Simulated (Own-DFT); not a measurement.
# Point defects and the pressure they add: zincblende GaAs

Source: density functional calculations with Own-DFT, an unreviewed in-house program that is no longer used. Nothing was measured or relaxed, and spin and spin-orbit coupling are left out.

Common settings: PBE; PseudoDojo norm-conserving scalar-relativistic files; cutoff 42 hartree; 3 x 3 x 3 k mesh centred on Gamma; Fermi-Dirac smearing of 0.1 eV.

Keep in mind (not all hold for every row): not probed for a lower state with spin; forces not confirmed at this smearing and k mesh; stress not checked against mesh or cutoff.

All runs share one cell, with vectors in Å (11.737, 0.000, 0.000); (0.000, 11.737, 0.000); (0.000, 0.000, 10.833) and a volume of 1492.4 Å³, strained against the parent crystal. The atoms are randomly displaced, by u rms on each axis. The defect's site can differ from row to row.

| cell | formula | u (Å) | P (GPa) |
|---|---|---|---|
| no defect | As32Ga32 | 0.0298 | 1.26 |
| no defect | As32Ga32 | 0.0316 | 1.26 |
| no defect | As32Ga32 | 0.0491 | 1.58 |
| one As vacancy and one Ga vacancy | As31Ga31 | 0.0297 | 0.87 |
| one As vacancy and one Ga vacancy | As31Ga31 | 0.0298 | ? |
| one As vacancy and one Ga vacancy | As31Ga31 | 0.0474 | 1.26 |
| one As vacancy and one Ga vacancy | As31Ga31 | 0.0548 | 1.24 |
| one Al on a Ga site | AlAs32Ga31 | 0.0293 | 1.24 |
| one Al on a Ga site | AlAs32Ga31 | 0.0486 | 1.50 |
| one Al on a Ga site | AlAs32Ga31 | 0.0488 | 1.53 |

## Worked fit

P = P0 + c u² + a shift for each defect gives P0 = 1.08 GPa, c = 196 ± 24 GPa/Å² and a scatter of 0.06 GPa. The shifts, and each times the cell's volume:

- one Al on a Ga site: -0.03 ± 0.05 GPa, -0.3 eV (not resolved)
- one As vacancy and one Ga vacancy: -0.36 ± 0.05 GPa, -3.4 eV

Positive is outwards. The product with the volume (160.2 GPa Å³ to the eV) is nearly free of the cell's size; divided by the bulk modulus at the cell's pressure it gives the volume that the defect adds. The atoms around the defects weren't relaxed, which would change these numbers.

## Prediction

The question: what pressure belongs in the blank (one As vacancy and one Ga vacancy, u = 0.0298 Å)?

From the fit: 0.90 ± 0.07 GPa. The run itself gave 0.93 GPa.
